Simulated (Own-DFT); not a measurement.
# How strain changes the stress of 4H SiC, 72 atoms (C36Si36)

These are calculations, not measurements. They come from Own-DFT, an in-house plane-wave density functional program, since retired, whose code no person has reviewed. Each row is one single-point run on a periodic cell that was not relaxed, without spin or spin-orbit coupling.

Settings of every run: PBE; PseudoDojo norm-conserving scalar-relativistic files; cutoff 42 hartree; 4 x 4 x 3 k mesh centred on Gamma; Fermi-Dirac smearing of 0.1 eV.

Known limits: forces on such cells passed a denser k mesh, each cell not checked; stress not checked against mesh or cutoff.

Unstrained cell vectors in Å: (9.248, 0.000, 0.000); (-4.624, 8.009, 0.000); (0.000, 0.000, 10.068). The unstrained cell has measured lattice constants (interpolated for alloys), not those of this functional. That, the random moves and any unrelaxed bonds set the pressure at no strain. Each run strains this cell uniformly, with the atoms carried along. Every atom was also moved at random, by a Gaussian of width 0.05 Å on each axis. Strain is the symmetric tensor, in per cent. Stress is positive in tension, and the pressure is minus a third of its trace.

| run | e_xx (%) | e_yy (%) | e_zz (%) | e_yz (%) | e_xz (%) | e_xy (%) | s_xx (GPa) | s_yy (GPa) | s_zz (GPa) | s_yz (GPa) | s_xz (GPa) | s_xy (GPa) | P (GPa) | E (meV/atom) |
|---|---|---|---|---|---|---|---|---|---|---|---|---|---|---|
| 1 | 1.98 | -1.99 | 1.70 | 1.65 | -0.50 | -1.76 | 3.91 | -16.37 | 2.81 | 5.57 | -1.88 | -7.68 | 3.22 | 61.4 |
| 2 | 1.26 | 1.64 | -1.32 | 0.01 | -0.77 | -1.47 | 1.34 | 5.48 | -14.88 | -0.34 | -2.98 | -6.18 | 2.69 | 33.0 |
| 3 | -0.78 | 0.47 | -1.79 | -0.22 | 0.11 | 0.72 | -9.04 | -3.85 | -19.36 | -0.98 | 1.01 | 4.50 | 10.75 | 22.5 |
| 4 | 1.50 | 0.26 | 0.33 | 1.20 | 1.67 | -0.99 | 4.43 | -2.40 | -4.86 | 2.73 | 4.82 | -2.90 | 0.94 | 14.8 |
| 5 | -0.45 | 0.65 | 1.94 | -0.49 | -0.91 | 0.56 | -6.29 | -0.99 | 4.97 | -1.61 | -2.22 | 2.57 | 0.77 | 8.6 |
| 6 | 1.76 | 1.05 | -0.23 | 1.14 | 0.66 | 1.69 | 3.17 | 2.60 | -6.45 | 4.42 | 1.83 | 7.42 | 0.23 | 19.5 |
| 7 | -0.75 | -0.53 | -0.97 | -0.81 | -1.67 | 1.25 | -9.59 | -9.69 | -13.26 | -4.63 | -5.98 | 3.64 | 10.85 | 30.0 |
| 8 | 0.20 | -0.58 | 0.85 | -1.88 | -1.25 | -0.55 | -3.06 | -8.40 | -2.67 | -6.29 | -4.74 | -3.27 | 4.71 | 20.7 |
| 9 | 0.77 | -0.91 | 0.00 | -2.00 | -0.64 | 0.51 | -3.03 | -8.74 | -7.08 | -6.58 | -1.67 | 4.07 | 6.29 | 29.3 |
| 10 | -0.14 | 1.03 | 1.06 | -1.83 | 0.43 | 1.31 | -6.21 | 0.42 | 1.13 | -6.48 | 2.41 | 6.37 | 1.55 | 16.2 |
| 11 | 0.91 | 1.42 | -0.46 | -1.61 | -1.77 | 0.27 | 1.39 | 2.53 | -7.53 | -6.39 | -5.07 | 0.80 | 1.20 | 16.2 |
| 12 | -1.10 | 0.12 | 1.17 | -0.04 | 0.23 | 1.09 | -8.41 | -5.77 | 0.28 | 0.76 | 0.93 | 4.21 | 4.63 | 0.0 |
| 13 | -1.15 | -1.06 | -0.66 | -1.78 | -0.55 | -1.48 | -12.99 | -13.27 | -12.41 | -7.31 | -2.59 | -6.68 | 12.89 | 52.5 |
| 14 | 1.53 | -0.61 | -0.97 | -1.15 | 1.09 | -0.92 | 0.99 | -4.85 | -14.07 | -4.08 | 3.84 | -4.36 | 5.97 | 28.4 |
| 15 | 1.57 | -1.20 | -1.68 | 0.25 | -1.08 | 1.50 | 1.72 | -11.94 | -15.47 | 0.32 | -4.31 | 7.95 | 8.56 | 22.6 |
| 16 | -1.06 | 0.25 | 1.29 | -1.84 | -0.06 | -0.46 | -10.14 | -4.01 | 1.58 | -6.06 | 0.12 | -3.94 | 4.19 | 6.9 |
| 17 | 0.73 | 1.40 | -0.99 | 1.58 | -0.90 | -1.42 | ? | ? | ? | ? | ? | ? | ? | ? |

E is the free energy for each atom above the lowest run shown.

## Worked fit

Each stress component was fitted by least squares to a constant and the strains of the runs shown, as fractions, with shears doubled. Shear strains stay in the fit of a normal stress only where such slopes are resolved. The slopes, in GPa:

```
stress  at no strain  per e_xx  per e_yy  per e_zz  scatter
  s_xx          -5.1  500 ± 26   73 ± 29   45 ± 25     1.15
  s_yy          -5.3   98 ± 26  590 ± 28   11 ± 24     1.12
  s_zz          -7.0   39 ± 24   60 ± 27  626 ± 23     1.06
```

Each shear stress against twice its own strain: yz 168 ± 10, xz 169 ± 8, xy 228 ± 14 GPa. These are stiffnesses along x, y and z of the frame in which the cell vectors are given, which need not be the crystal's axes. The atoms are held to the strained lattice; where symmetry lets them move under strain, relaxing them would lower some slopes. The table should be nearly symmetric about its diagonal, and what it lacks of that shows the noise. A ninth of its sum, 227 ± 7 GPa, estimates the bulk modulus near the mean pressure of these runs, 5.0 GPa, so it lies above the value at zero pressure.

## Withheld run

Question: what normal stresses and pressure should run 17 give?

The fit gives s_xx = -0.9, s_yy = 3.6, s_zz = -12.0 and P = 3.1 GPa. The calculation gave 1.43, 2.56, -13.31 and P = 3.11 GPa.
